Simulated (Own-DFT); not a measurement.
## Calculated data, TiSi$_{2}$ (C49 TiSi2 crystal, atoms displaced)

Computed with Own-DFT development build. A calculation, not a measurement: plane-wave density functional theory by an unreviewed code, no spin, of a simulated periodic cell, stress positive in tension, run twice, with PBE and with PBEsol, both on files made for PBE, so the change isn't that of files made for PBEsol, forces on such cells moved up to 12 meV/angstrom on a denser k mesh; the far tail of each file's local potential was reset to the Coulomb form; each entry is a single point on an unrelaxed cell, so the pressure reflects the starting lattice, taken from the Materials Project, from which strain is counted, and rises with the displacements; printed positions are rounded, which can move forces by about a meV/angstrom; the program, named Own-DFT, is a retired in-house code; no spin-orbit coupling; stress was not checked against mesh or cutoff.

Common to all runs: functional PBE, then PBEsol; potential files PseudoDojo norm-conserving, scalar-relativistic, standard set; wave cutoff 42 hartree; occupations cold (Marzari-Vanderbilt); smearing width 0.2 eV; k mesh 4 x 4 x 4 centred on Gamma.

(1) TiSi$_{2}$ (C49 TiSi2 crystal, atoms displaced)

```
cell vectors (Å)
   5.2953    -6.7593     3.5652
   7.0604     0.0000    -7.1303
   5.2953     6.7593     3.5652
atoms (fractions of the cell vectors)
Ti  0.94421  0.92863  0.14953
Ti  0.85508  0.87616  0.64579
Si  0.60793  0.92658  0.49284
Si  0.18825  0.87640  0.30573
Si  0.90052  0.02255  0.40307
Si  0.89914  0.77294  0.39916
Ti  0.94760  0.42406  0.15376
Ti  0.85378  0.37535  0.64977
Si  0.60998  0.42351  0.49512
Si  0.19670  0.37697  0.31015
Si  0.89663  0.52826  0.40165
Si  0.90275  0.27649  0.40171
Ti  0.74797  0.72705  0.94988
Ti  0.65141  0.67427  0.44626
Si  0.40718  0.72547  0.29442
Si  0.98907  0.67228  0.10926
Si  0.69735  0.82742  0.20035
Si  0.70486  0.57442  0.20226
Ti  0.54784  0.02325  0.75349
Ti  0.45363  0.97148  0.24897
Si  0.20896  0.02537  0.09164
Si  0.79135  0.97765  0.90809
Si  0.49773  0.12452  0.99960
Si  0.49746  0.87459  0.99825
Ti  0.74497  0.22507  0.95788
Ti  0.64993  0.17695  0.44794
Si  0.40603  0.22318  0.29071
Si  0.99264  0.17491  0.11024
Si  0.70153  0.32603  0.19929
Si  0.70407  0.07044  0.20325
Ti  0.54299  0.52545  0.75267
Ti  0.45687  0.47487  0.24438
Si  0.21179  0.52441  0.08774
Si  0.79463  0.47594  0.90736
Si  0.49940  0.62462  0.00044
Si  0.50333  0.37495  0.99937
Ti  0.34574  0.82657  0.55432
Ti  0.25441  0.77344  0.04881
Si  0.01049  0.82286  0.89256
Si  0.59325  0.77431  0.70784
Si  0.29978  0.92304  0.79887
Si  0.29761  0.67581  0.80506
Ti  0.34243  0.32491  0.55662
Ti  0.25697  0.27240  0.04815
Si  0.00996  0.32061  0.89177
Si  0.59327  0.27584  0.70630
Si  0.29968  0.42363  0.79931
Si  0.30121  0.17343  0.80294
Ti  0.14317  0.62674  0.35051
Ti  0.05131  0.57496  0.84898
Si  0.80823  0.62227  0.68835
Si  0.39136  0.57282  0.51196
Si  0.09831  0.72604  0.60252
Si  0.09993  0.47816  0.59763
Ti  0.14749  0.12142  0.34961
Ti  0.04978  0.07250  0.84701
Si  0.80773  0.12372  0.69686
Si  0.39024  0.07582  0.50839
Si  0.10107  0.22878  0.59916
Si  0.09938  0.97631  0.60052
```

* PBE pressure: 2.01 GPa
* PBE stress xx: -1.87 GPa
* PBE stress yy: -1.93 GPa
* PBE stress zz: -2.22 GPa
* PBE stress yz: -0.02 GPa
* PBE stress xz: -0.07 GPa
* PBE stress xy: -0.07 GPa
* PBEsol pressure: -1.32 GPa
* PBEsol stress xx: 1.55 GPa
* PBEsol stress yy: 1.64 GPa
* PBEsol stress zz: 0.76 GPa
* PBEsol stress yz: -0.03 GPa
* PBEsol stress xz: -0.07 GPa
* PBEsol stress xy: -0.07 GPa
* rms change of force components from PBE to PBEsol: 0.018 eV/Å

Force:
| force element | PBE force x (eV/Å) | PBE force y (eV/Å) | PBE force z (eV/Å) | PBEsol force x (eV/Å) | PBEsol force y (eV/Å) | PBEsol force z (eV/Å) |
| --- | --- | --- | --- | --- | --- | --- |
| Ti | -0.046 | 0.095 | 0.675 | -0.043 | 0.082 | 0.669 |
| Ti | -0.211 | 0.383 | 0.18 | -0.207 | 0.395 | 0.178 |
| Si | -0.074 | -0.18 | 0.117 | -0.073 | -0.231 | 0.115 |
| Si | -0.003 | 0.194 | 0.435 | -0.003 | 0.245 | 0.434 |
| Si | 0.068 | -0.087 | -0.314 | 0.07 | -0.085 | -0.312 |
| Si | 0.217 | -0.037 | -0.239 | 0.22 | -0.038 | -0.239 |
| Ti | 0.153 | -0.097 | 0.106 | 0.15 | -0.107 | 0.101 |
| Ti | -0.29 | -0.138 | 0.1 | -0.289 | -0.121 | 0.096 |
| Si | -0.167 | -0.339 | -0.531 | -0.163 | -0.395 | -0.535 |
| Si | -0.487 | 0.194 | -0.26 | -0.479 | 0.248 | -0.265 |
| Si | -0.111 | -0.195 | 0.374 | -0.111 | -0.191 | 0.379 |
| Si | -0.308 | 0.054 | 0.023 | -0.312 | 0.051 | 0.019 |
| Ti | -0.012 | 0.344 | 0.151 | -0.011 | 0.323 | 0.151 |
| Ti | 0.191 | 0.008 | -0.059 | 0.19 | 0.018 | -0.056 |
| Si | -0.218 | -0.062 | 0.153 | -0.214 | -0.115 | 0.15 |
| Si | 0.204 | -0.067 | -0.203 | 0.199 | -0.019 | -0.197 |
| Si | -0.261 | -0.162 | 0.205 | -0.266 | -0.157 | 0.205 |
| Si | -0.321 | -0.007 | -0.381 | -0.325 | -0.006 | -0.386 |
| Ti | 0.027 | 0.117 | -0.251 | 0.026 | 0.101 | -0.247 |
| Ti | 0.106 | -0.039 | -0.381 | 0.104 | -0.021 | -0.38 |
| Si | -0.204 | -0.251 | 0.039 | -0.199 | -0.301 | 0.037 |
| Si | -0.195 | 0.304 | 0.475 | -0.191 | 0.355 | 0.484 |
| Si | 0.291 | -0.054 | 0.302 | 0.299 | -0.052 | 0.305 |
| Si | 0.207 | -0.092 | 0.193 | 0.208 | -0.092 | 0.193 |
| Ti | -0.109 | -0.603 | -0.075 | -0.11 | -0.618 | -0.07 |
| Ti | 0.077 | -0.311 | 0.349 | 0.078 | -0.287 | 0.351 |
| Si | 0.329 | -0.329 | 0.17 | 0.321 | -0.386 | 0.171 |
| Si | -0.119 | 0.147 | -0.184 | -0.118 | 0.203 | -0.179 |
| Si | -0.049 | 0.218 | 0.206 | -0.053 | 0.216 | 0.208 |
| Si | 0.081 | 0.211 | -0.626 | 0.082 | 0.204 | -0.636 |
| Ti | 0.361 | -0.195 | 0.261 | 0.356 | -0.212 | 0.261 |
| Ti | 0.102 | 0.542 | 0.095 | 0.098 | 0.551 | 0.093 |
| Si | 0.041 | 0.162 | 0.096 | 0.04 | 0.114 | 0.092 |
| Si | -0.194 | 0.301 | 0.059 | -0.189 | 0.349 | 0.061 |
| Si | 0.182 | -0.146 | 0.08 | 0.184 | -0.141 | 0.084 |
| Si | -0.131 | 0.163 | -0.029 | -0.133 | 0.16 | -0.028 |
| Ti | -0.259 | -0.086 | 0.16 | -0.255 | -0.101 | 0.159 |
| Ti | -0.004 | 0.154 | -0.226 | -0.006 | 0.162 | -0.225 |
| Si | -0.049 | 0.07 | -0.249 | -0.049 | 0.024 | -0.253 |
| Si | -0.101 | 0.187 | -0.062 | -0.099 | 0.24 | -0.06 |
| Si | 0.146 | 0.155 | -0.139 | 0.145 | 0.152 | -0.141 |
| Si | -0.282 | -0.35 | 0.037 | -0.285 | -0.345 | 0.04 |
| Ti | 0.149 | -0.694 | 0.134 | 0.15 | -0.7 | 0.132 |
| Ti | -0.11 | 0.258 | -0.452 | -0.111 | 0.27 | -0.446 |
| Si | 0.26 | -0.102 | -0.229 | 0.256 | -0.152 | -0.231 |
| Si | -0.011 | 0.573 | 0.288 | -0.012 | 0.628 | 0.287 |
| Si | 0.136 | 0.254 | -0.051 | 0.136 | 0.249 | -0.051 |
| Si | -0.233 | -0.032 | -0.146 | -0.236 | -0.033 | -0.15 |
| Ti | 0.369 | -0.028 | 0.395 | 0.365 | -0.037 | 0.395 |
| Ti | -0.223 | -0.253 | 0.102 | -0.221 | -0.235 | 0.097 |
| Si | 0.38 | -0.066 | -0.217 | 0.375 | -0.117 | -0.216 |
| Si | -0.145 | 0.027 | -0.488 | -0.141 | 0.079 | -0.483 |
| Si | -0.012 | -0.171 | -0.015 | -0.011 | -0.166 | -0.02 |
| Si | 0.042 | 0.191 | 0.13 | 0.04 | 0.185 | 0.133 |
| Ti | 0.69 | 0.41 | -0.252 | 0.685 | 0.388 | -0.251 |
| Ti | 0.476 | -0.366 | 0.114 | 0.47 | -0.345 | 0.112 |
| Si | -0.159 | -0.499 | -0.533 | -0.157 | -0.557 | -0.531 |
| Si | 0.014 | 0.178 | 0.117 | 0.014 | 0.229 | 0.118 |
| Si | -0.242 | 0.253 | 0.285 | -0.233 | 0.25 | 0.289 |
| Si | 0.042 | -0.11 | -0.015 | 0.042 | -0.108 | -0.014 |

(2) TiSi$_{2}$ (C49 TiSi2 crystal, atoms displaced)

```
cell vectors (Å)
   5.2953    -6.7593     3.5652
   7.0604     0.0000    -7.1303
   5.2953     6.7593     3.5652
atoms (fractions of the cell vectors)
Ti  0.94646  0.92638  0.15086
Ti  0.85692  0.86817  0.64777
Si  0.60829  0.92330  0.48841
Si  0.19100  0.87321  0.31050
Si  0.89856  0.02375  0.40138
Si  0.89995  0.77562  0.39944
Ti  0.94598  0.42198  0.15313
Ti  0.85444  0.37512  0.64730
Si  0.60516  0.42352  0.49285
Si  0.19115  0.37610  0.30780
Si  0.90217  0.52620  0.40345
Si  0.89479  0.27473  0.40329
Ti  0.74529  0.72406  0.95543
Ti  0.64838  0.67314  0.44672
Si  0.40907  0.72688  0.28817
Si  0.99235  0.67474  0.10523
Si  0.69985  0.82669  0.20335
Si  0.69974  0.57432  0.19805
Ti  0.54636  0.02465  0.75024
Ti  0.45580  0.97416  0.24602
Si  0.21270  0.02661  0.09244
Si  0.79179  0.97505  0.90284
Si  0.49742  0.13054  0.00071
Si  0.49978  0.87508  0.99785
Ti  0.74897  0.22580  0.95429
Ti  0.65332  0.17253  0.45253
Si  0.40843  0.22730  0.28762
Si  0.99014  0.17552  0.10678
Si  0.70295  0.32533  0.19945
Si  0.70023  0.07315  0.19528
Ti  0.54552  0.52635  0.75487
Ti  0.45382  0.47432  0.24648
Si  0.20344  0.52645  0.09062
Si  0.78967  0.47527  0.90714
Si  0.50083  0.62194  0.00201
Si  0.49956  0.37645  0.00034
Ti  0.34630  0.82684  0.55112
Ti  0.25413  0.77578  0.04295
Si  0.00588  0.82399  0.89428
Si  0.59021  0.77371  0.70725
Si  0.29938  0.92630  0.80123
Si  0.29955  0.67475  0.79979
Ti  0.34727  0.32102  0.55739
Ti  0.25406  0.27404  0.04489
Si  0.00279  0.32515  0.89128
Si  0.58975  0.27515  0.70493
Si  0.29993  0.42087  0.80055
Si  0.30219  0.17288  0.79998
Ti  0.15102  0.62499  0.35480
Ti  0.04892  0.57372  0.85052
Si  0.80708  0.62818  0.69066
Si  0.39093  0.57309  0.50856
Si  0.09948  0.72548  0.59779
Si  0.10043  0.47878  0.60095
Ti  0.14780  0.12191  0.35215
Ti  0.05409  0.07848  0.84237
Si  0.80664  0.12472  0.68822
Si  0.39280  0.07587  0.50867
Si  0.10260  0.22133  0.60233
Si  0.10457  0.97292  0.59894
```

* PBE pressure: 2.07 GPa
* PBE stress xx: -1.87 GPa
* PBE stress yy: -2.01 GPa
* PBE stress zz: -2.34 GPa
* PBE stress yz: 0.06 GPa
* PBE stress xz: -0.06 GPa
* PBE stress xy: 0.02 GPa
* PBEsol pressure: -1.25 GPa
* PBEsol stress xx: 1.56 GPa
* PBEsol stress yy: 1.56 GPa
* PBEsol stress zz: 0.64 GPa
* PBEsol stress yz: 0.07 GPa
* PBEsol stress xz: -0.06 GPa
* PBEsol stress xy: 0.02 GPa
* rms change of force components from PBE to PBEsol: 0.019 eV/Å

Force:
| force element | PBE force x (eV/Å) | PBE force y (eV/Å) | PBE force z (eV/Å) | PBEsol force x (eV/Å) | PBEsol force y (eV/Å) | PBEsol force z (eV/Å) |
| --- | --- | --- | --- | --- | --- | --- |
| Ti | 0.01 | 0.055 | 0.197 | 0.008 | 0.044 | 0.196 |
| Ti | 0.294 | 0.2 | -0.912 | 0.291 | 0.213 | -0.907 |
| Si | 0.248 | 0.005 | 0.217 | 0.243 | -0.043 | 0.213 |
| Si | -0.079 | -0.085 | -0.35 | -0.077 | -0.033 | -0.349 |
| Si | 0.095 | -0.123 | -0.055 | 0.096 | -0.121 | -0.056 |
| Si | -0.124 | -0.08 | 0.08 | -0.119 | -0.08 | 0.082 |
| Ti | 0.338 | 0.011 | -0.199 | 0.33 | -0.009 | -0.203 |
| Ti | -0.171 | 0.181 | -0.216 | -0.171 | 0.197 | -0.212 |
| Si | 0.136 | -0.444 | -0.014 | 0.135 | -0.5 | -0.016 |
| Si | -0.062 | 0.229 | 0.289 | -0.059 | 0.281 | 0.288 |
| Si | -0.364 | -0.041 | -0.079 | -0.37 | -0.038 | -0.078 |
| Si | 0.191 | -0.471 | 0.176 | 0.195 | -0.463 | 0.177 |
| Ti | -0.029 | -0.272 | -0.187 | -0.031 | -0.292 | -0.184 |
| Ti | 0.355 | -0.409 | 0.122 | 0.357 | -0.39 | 0.119 |
| Si | -0.179 | 0.023 | 0.278 | -0.176 | -0.025 | 0.281 |
| Si | 0.186 | 0.69 | 0.132 | 0.181 | 0.746 | 0.129 |
| Si | -0.39 | -0.191 | 0.064 | -0.399 | -0.186 | 0.062 |
| Si | 0.284 | 0.12 | 0.14 | 0.288 | 0.118 | 0.14 |
| Ti | 0.187 | 0.123 | 0.178 | 0.184 | 0.105 | 0.17 |
| Ti | 0.026 | 0.223 | -0.31 | 0.026 | 0.235 | -0.307 |
| Si | -0.471 | 0.089 | -0.073 | -0.463 | 0.042 | -0.072 |
| Si | 0.165 | 0.417 | 0.072 | 0.162 | 0.473 | 0.072 |
| Si | -0.259 | -0.297 | 0.451 | -0.263 | -0.29 | 0.453 |
| Si | 0.175 | -0.054 | 0.083 | 0.179 | -0.054 | 0.086 |
| Ti | -0.566 | 0.045 | -0.243 | -0.554 | 0.03 | -0.24 |
| Ti | -0.538 | -0.506 | -0.595 | -0.528 | -0.481 | -0.592 |
| Si | 0.075 | 0.05 | 0.491 | 0.072 | -0.001 | 0.492 |
| Si | 0.113 | 0.046 | 0.456 | 0.111 | 0.098 | 0.456 |
| Si | -0.179 | 0.344 | 0.092 | -0.184 | 0.336 | 0.089 |
| Si | 0.387 | 0.186 | -0.042 | 0.388 | 0.179 | -0.044 |
| Ti | -0.329 | -0.204 | 0.115 | -0.326 | -0.217 | 0.115 |
| Ti | -0.02 | 0.176 | -0.176 | -0.018 | 0.187 | -0.177 |
| Si | 0.194 | -0.442 | 0.573 | 0.191 | -0.499 | 0.575 |
| Si | 0.115 | 0.197 | -0.09 | 0.115 | 0.247 | -0.092 |
| Si | 0.083 | 0.028 | -0.416 | 0.082 | 0.028 | -0.421 |
| Si | -0.026 | -0.092 | 0.071 | -0.024 | -0.09 | 0.07 |
| Ti | -0.029 | -0.011 | 0.375 | -0.031 | -0.026 | 0.371 |
| Ti | 0.114 | 0.46 | 0.086 | 0.111 | 0.472 | 0.087 |
| Si | 0.132 | -0.557 | -0.231 | 0.13 | -0.613 | -0.23 |
| Si | 0.169 | 0.236 | -0.172 | 0.165 | 0.289 | -0.174 |
| Si | -0.166 | -0.159 | 0.121 | -0.168 | -0.154 | 0.123 |
| Si | -0.08 | -0.013 | 0.017 | -0.075 | -0.014 | 0.02 |
| Ti | -0.11 | -0.34 | -0.703 | -0.103 | -0.354 | -0.695 |
| Ti | 0.099 | 0.357 | -0.315 | 0.1 | 0.364 | -0.309 |
| Si | 0.29 | -0.444 | 0.241 | 0.285 | -0.496 | 0.24 |
| Si | 0.445 | 0.38 | 0.482 | 0.435 | 0.433 | 0.484 |
| Si | 0.223 | 0.11 | -0.284 | 0.223 | 0.109 | -0.281 |
| Si | -0.008 | 0.076 | -0.103 | -0.01 | 0.074 | -0.107 |
| Ti | -0.506 | 0.148 | -0.318 | -0.501 | 0.137 | -0.316 |
| Ti | -0.039 | -0.649 | -0.215 | -0.038 | -0.624 | -0.218 |
| Si | -0.356 | -0.112 | 0.54 | -0.349 | -0.164 | 0.541 |
| Si | 0.153 | 0.095 | -0.206 | 0.153 | 0.143 | -0.213 |
| Si | 0.201 | 0.093 | 0.248 | 0.201 | 0.093 | 0.241 |
| Si | -0.252 | -0.018 | 0.389 | -0.257 | -0.019 | 0.396 |
| Ti | 0.223 | 0.157 | -0.327 | 0.22 | 0.139 | -0.32 |
| Ti | -0.187 | 0.526 | 0.562 | -0.185 | 0.535 | 0.559 |
| Si | 0.244 | -0.185 | 0.318 | 0.242 | -0.238 | 0.311 |
| Si | -0.273 | -0.036 | -0.085 | -0.266 | 0.014 | -0.083 |
| Si | -0.06 | -0.07 | -0.497 | -0.056 | -0.066 | -0.5 |
| Si | -0.096 | 0.227 | -0.24 | -0.097 | 0.221 | -0.239 |

(3) TiSi$_{2}$ (C49 TiSi2 crystal, atoms displaced)

```
cell vectors (Å)
   5.2953    -6.7593     3.5652
   7.0604     0.0000    -7.1303
   5.2953     6.7593     3.5652
atoms (fractions of the cell vectors)
Ti  0.94720  0.92547  0.15312
Ti  0.85537  0.87598  0.64695
Si  0.61113  0.92399  0.49111
Si  0.18945  0.87835  0.30640
Si  0.90284  0.02220  0.40409
Si  0.90050  0.77547  0.39773
Ti  0.94344  0.42454  0.15229
Ti  0.85182  0.37360  0.64531
Si  0.60527  0.42662  0.48957
Si  0.19053  0.37251  0.30992
Si  0.90429  0.52327  0.39909
Si  0.90384  0.27433  0.40011
Ti  0.74659  0.72309  0.95388
Ti  0.64992  0.67437  0.44875
Si  0.40724  0.72401  0.28992
Si  0.99145  0.67517  0.10253
Si  0.70260  0.82095  0.19948
Si  0.70379  0.57639  0.20076
Ti  0.54612  0.02368  0.75278
Ti  0.45362  0.97197  0.24769
Si  0.20608  0.02879  0.09384
Si  0.79266  0.97583  0.90955
Si  0.50057  0.12306  0.99726
Si  0.49992  0.87381  0.00055
Ti  0.74662  0.22688  0.95019
Ti  0.65248  0.17461  0.44805
Si  0.40844  0.22444  0.29359
Si  0.99436  0.17435  0.10934
Si  0.70053  0.32425  0.20555
Si  0.69915  0.07799  0.19870
Ti  0.54620  0.52468  0.75295
Ti  0.45372  0.47447  0.24611
Si  0.20848  0.52289  0.09063
Si  0.78992  0.47538  0.90748
Si  0.49980  0.62105  0.99916
Si  0.50179  0.37532  0.99769
Ti  0.34893  0.82284  0.55472
Ti  0.24901  0.77499  0.04913
Si  0.00776  0.82372  0.89027
Si  0.59170  0.77214  0.70934
Si  0.29939  0.92909  0.80065
Si  0.29990  0.67765  0.80027
Ti  0.34606  0.32498  0.55839
Ti  0.25431  0.27404  0.04841
Si  0.01053  0.32655  0.89292
Si  0.59097  0.27342  0.70796
Si  0.29857  0.42702  0.80213
Si  0.30032  0.17879  0.80005
Ti  0.14481  0.62404  0.35563
Ti  0.05489  0.57528  0.84651
Si  0.81245  0.62254  0.69402
Si  0.38958  0.57174  0.50883
Si  0.09320  0.72424  0.59605
Si  0.10507  0.47558  0.60141
Ti  0.14724  0.12627  0.35300
Ti  0.05246  0.07652  0.84470
Si  0.81408  0.12600  0.69273
Si  0.39146  0.07504  0.50907
Si  0.09923  0.22352  0.60290
Si  0.09766  0.97371  0.60104
```

* PBE pressure: 1.94 GPa
* PBE stress xx: -1.85 GPa
* PBE stress yy: -1.79 GPa
* PBE stress zz: -2.18 GPa
* PBE stress yz: -0.03 GPa
* PBE stress xz: -0.07 GPa
* PBE stress xy: 0.04 GPa
* PBEsol pressure: -1.38 GPa
* PBEsol stress xx: 1.57 GPa
* PBEsol stress yy: 1.78 GPa
* PBEsol stress zz: 0.81 GPa
* PBEsol stress yz: -0.03 GPa
* PBEsol stress xz: -0.07 GPa
* PBEsol stress xy: 0.04 GPa
* rms change of force components from PBE to PBEsol: 0.018 eV/Å

Force:
| force element | PBE force x (eV/Å) | PBE force y (eV/Å) | PBE force z (eV/Å) | PBEsol force x (eV/Å) | PBEsol force y (eV/Å) | PBEsol force z (eV/Å) |
| --- | --- | --- | --- | --- | --- | --- |
| Ti | -0.108 | 0.051 | -0.026 | -0.105 | 0.033 | -0.021 |
| Ti | -0.317 | 0.343 | 0.026 | -0.311 | 0.346 | 0.026 |
| Si | -0.029 | 0.072 | -0.06 | -0.03 | 0.026 | -0.06 |
| Si | 0.029 | 0.182 | 0.695 | 0.028 | 0.231 | 0.694 |
| Si | -0.205 | -0.064 | -0.522 | -0.207 | -0.061 | -0.527 |
| Si | -0.157 | 0.176 | 0.003 | -0.159 | 0.17 | 0.004 |
| Ti | 0.286 | -0.341 | 0.195 | 0.286 | -0.352 | 0.195 |
| Ti | 0.377 | -0.034 | -0.077 | 0.373 | -0.016 | -0.072 |
| Si | 0.084 | -0.191 | 0.506 | 0.084 | -0.243 | 0.508 |
| Si | 0.2 | 0.063 | -0.323 | 0.196 | 0.115 | -0.321 |
| Si | -0.04 | 0.445 | -0.08 | -0.035 | 0.438 | -0.078 |
| Si | -0.148 | 0.203 | -0.059 | -0.149 | 0.198 | -0.057 |
| Ti | 0.038 | -0.132 | -0.267 | 0.039 | -0.145 | -0.26 |
| Ti | 0.146 | -0.474 | 0.136 | 0.142 | -0.454 | 0.132 |
| Si | 0.071 | 0.088 | 0.046 | 0.071 | 0.04 | 0.048 |
| Si | 0.254 | 0.404 | 0.48 | 0.251 | 0.456 | 0.48 |
| Si | 0.2 | 0.249 | -0.401 | 0.203 | 0.246 | -0.411 |
| Si | -0.35 | 0.253 | 0.048 | -0.36 | 0.246 | 0.051 |
| Ti | 0.164 | -0.118 | 0.084 | 0.163 | -0.126 | 0.08 |
| Ti | 0.173 | -0.065 | -0.258 | 0.171 | -0.046 | -0.259 |
| Si | -0.265 | -0.614 | 0.446 | -0.26 | -0.671 | 0.446 |
| Si | -0.204 | 0.149 | -0.068 | -0.201 | 0.199 | -0.069 |
| Si | 0.208 | 0.197 | 0.052 | 0.208 | 0.195 | 0.049 |
| Si | -0.082 | 0.017 | 0.036 | -0.083 | 0.015 | 0.04 |
| Ti | 0.182 | 0.173 | 0.364 | 0.18 | 0.155 | 0.362 |
| Ti | 0.148 | -0.106 | 0.116 | 0.147 | -0.091 | 0.112 |
| Si | -0.059 | -0.24 | 0.001 | -0.059 | -0.295 | -0.002 |
| Si | -0.18 | 0.418 | -0.581 | -0.176 | 0.474 | -0.584 |
| Si | -0.208 | -0.202 | -0.234 | -0.203 | -0.197 | -0.243 |
| Si | -0.085 | -0.022 | 0.297 | -0.087 | -0.023 | 0.306 |
| Ti | -0.095 | -0.081 | 0.039 | -0.093 | -0.092 | 0.04 |
| Ti | -0.113 | 0.136 | -0.052 | -0.112 | 0.151 | -0.051 |
| Si | 0.182 | 0.023 | 0.026 | 0.179 | -0.029 | 0.028 |
| Si | 0.013 | 0.156 | 0.259 | 0.012 | 0.212 | 0.262 |
| Si | 0.308 | 0.16 | -0.204 | 0.314 | 0.158 | -0.202 |
| Si | -0.014 | 0.171 | 0.269 | -0.016 | 0.166 | 0.276 |
| Ti | -0.186 | 0.135 | -0.38 | -0.182 | 0.116 | -0.375 |
| Ti | 0.103 | -0.458 | -0.008 | 0.1 | -0.437 | -0.007 |
| Si | 0.24 | -0.263 | -0.255 | 0.236 | -0.318 | -0.257 |
| Si | 0.169 | -0.042 | -0.146 | 0.164 | 0.009 | -0.146 |
| Si | -0.219 | 0.028 | 0.202 | -0.217 | 0.027 | 0.199 |
| Si | -0.086 | -0.015 | -0.094 | -0.093 | -0.016 | -0.1 |
| Ti | -0.384 | -0.466 | -0.102 | -0.379 | -0.474 | -0.102 |
| Ti | 0.092 | -0.066 | -0.13 | 0.089 | -0.048 | -0.132 |
| Si | -0.246 | -0.058 | -0.079 | -0.243 | -0.107 | -0.08 |
| Si | 0.099 | -0.059 | 0.004 | 0.097 | -0.011 | 0.004 |
| Si | 0.093 | -0.077 | 0.103 | 0.095 | -0.075 | 0.102 |
| Si | -0.119 | 0.074 | 0.207 | -0.119 | 0.071 | 0.203 |
| Ti | -0.096 | -0.563 | -0.215 | -0.094 | -0.567 | -0.213 |
| Ti | -0.071 | 0.19 | 0.002 | -0.069 | 0.206 | 0.002 |
| Si | -0.222 | -0.188 | -0.538 | -0.218 | -0.24 | -0.539 |
| Si | 0.227 | 0.151 | -0.397 | 0.226 | 0.204 | -0.399 |
| Si | 0.605 | -0.138 | 0.336 | 0.609 | -0.134 | 0.339 |
| Si | -0.377 | 0.265 | -0.066 | -0.38 | 0.257 | -0.064 |
| Ti | -0.018 | 0.148 | 0.277 | -0.021 | 0.13 | 0.272 |
| Ti | 0.276 | 0.238 | 0.398 | 0.271 | 0.25 | 0.392 |
| Si | -0.504 | 0.118 | -0.283 | -0.495 | 0.068 | -0.283 |
| Si | -0.085 | 0.107 | 0.21 | -0.083 | 0.158 | 0.214 |
| Si | 0.053 | -0.157 | -0.153 | 0.055 | -0.153 | -0.152 |
| Si | 0.255 | -0.347 | 0.194 | 0.257 | -0.34 | 0.198 |
